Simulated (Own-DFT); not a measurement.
# How strain changes the stress of wurtzite AlGaN with randomly placed atoms, 72 atoms (Al9Ga27N36)

All numbers below are calculated, not measured. The program, named Own-DFT, is a retired in-house plane-wave density functional code that no person has reviewed. Each row is one single-point run on a periodic cell that was not relaxed, without spin or spin-orbit coupling.

Settings of every run: PBE; PseudoDojo norm-conserving scalar-relativistic files (stringent for Ga); cutoff 96 hartree; 4 x 4 x 3 k mesh centred on Gamma; Gaussian smearing of 0.01 eV.

Known limits: forces on such cells passed a denser k mesh, each cell not checked; stress not checked against mesh or cutoff.

Unstrained cell vectors in Å: (9.509, 0.000, 0.000); (-4.755, 8.235, 0.000); (0.000, 0.000, 10.268). The unstrained cell has measured lattice constants (interpolated for alloys), not those of this functional. That, the random moves and any unrelaxed bonds set the pressure at no strain. Each run strains this cell uniformly, with the atoms carried along. Every atom was also moved at random, by a Gaussian of width 0.05 Å on each axis. The random placing of the alloy's atoms differs from row to row. Strain is the symmetric tensor, in per cent. Stress is positive in tension, and the pressure is minus a third of its trace.

```
run  e_xx (%)  e_yy (%)  e_zz (%)  s_xx (GPa)  s_yy (GPa)  s_zz (GPa)  P (GPa)  E (meV/atom)
  1      1.25      1.25      0.00        0.67        0.03       -6.57     1.96           0.0
  2      3.00      3.00      0.00        6.15        7.58       -2.40    -3.78           7.8
  3      1.00      1.00      0.00       -1.09       -1.74       -6.11     2.98           9.8
  4     -3.00     -3.00      0.00      -25.38      -26.94      -12.57    21.63          85.8
  5      0.25      0.25      0.00       -5.36       -7.45       -4.78     5.87           6.6
  6      0.75      0.75      0.00       -3.79       -2.77       -6.16     4.24          14.0
  7      1.50      1.50      0.00        0.83        0.16       -5.10     1.37           6.3
  8      2.00      2.00      0.00        4.32        1.02       -3.91    -0.48           8.0
  9      2.50      2.50      0.00           ?           ?           ?        ?             ?
```

E is the free energy for each atom above the lowest run shown.

## Worked fit

The change of volume is close to e_xx + e_yy + e_zz. A straight line through the runs shown gives P = 7.93 - 215 x (fractional change of volume) GPa, with an error of 10 on the slope and a scatter of 0.90 GPa. The strain isn't the same on all axes and the cell isn't cubic, so the slope belongs to this path and is not the bulk modulus.

## Withheld run

Question: what pressure should run 9 give? Its volume changes by 5.06 %.

The line gives -3.0 GPa. The calculation gave -2.06 GPa.
